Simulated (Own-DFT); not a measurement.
# One host, several defects: C11b WSi2

The numbers are computed, not measured, by runs of the plane-wave DFT program Own-DFT (in-house, retired, unreviewed) at fixed positions, with no spin and no spin-orbit coupling.

Settings: PBEsol; PseudoDojo norm-conserving scalar-relativistic files, made for PBE; cutoff 50 hartree; 5 x 5 x 5 k mesh centred on Gamma; cold (Marzari-Vanderbilt) smearing of 0.2 eV.

Caveats: forces on such cells failed a check on a denser k mesh; stress not checked against mesh or cutoff.

All runs share one cell, with vectors in Å (-2.148, -5.953, 3.409); (-6.444, 2.976, 1.136); (-2.553, -2.948, -6.757) and a volume of 403.2 Å³. Atoms were moved at random from their sites; u is the rms move along one axis. The defect's site can differ from row to row.

```
              cell  formula   u (Å)  P (GPa)
         no defect  Si20W10  0.0195     0.45
         no defect  Si20W10  0.0201     0.54
         no defect  Si20W10  0.0523     2.24
     one W vacancy   Si20W9  0.0293    -0.13
     one W vacancy   Si20W9  0.0323    -0.31
     one W vacancy   Si20W9  0.0523     0.80
one Si on a W site   Si21W9  0.0301        ?
one Si on a W site   Si21W9  0.0345     2.79
one Si on a W site   Si21W9  0.0491     3.22
one Si on a W site   Si21W9  0.0560     4.89
one W on a Si site  Si19W11  0.0285     5.81
one W on a Si site  Si19W11  0.0381     5.74
one W on a Si site  Si19W11  0.0527     7.48
    one Si vacancy  Si19W10  0.0301    -0.82
    one Si vacancy  Si19W10  0.0331    -0.63
    one Si vacancy  Si19W10  0.0495    -0.17
```

## Worked fit

P = P0 + c u² + a shift for each defect gives P0 = 0.21 GPa, c = 738 ± 111 GPa/Å² and a scatter of 0.37 GPa. The shifts, and each times the cell's volume:

- one W on a Si site: 4.89 ± 0.31 GPa, 12.3 eV
- one Si on a W site: 1.76 ± 0.33 GPa, 4.4 eV
- one W vacancy: -1.23 ± 0.31 GPa, -3.1 eV
- one Si vacancy: -1.85 ± 0.31 GPa, -4.6 eV

Against the defect-free cell, a freed cell would be larger where the shift is positive and smaller where it is negative (160.2 GPa Å³ is 1 eV). The atoms around the defects weren't relaxed, which would change these numbers.

## Prediction

The question: what pressure belongs in the blank (one Si on a W site, u = 0.0301 Å)?

The fitted form gives 2.64 ± 0.46 GPa. The hidden result is 2.46 GPa.
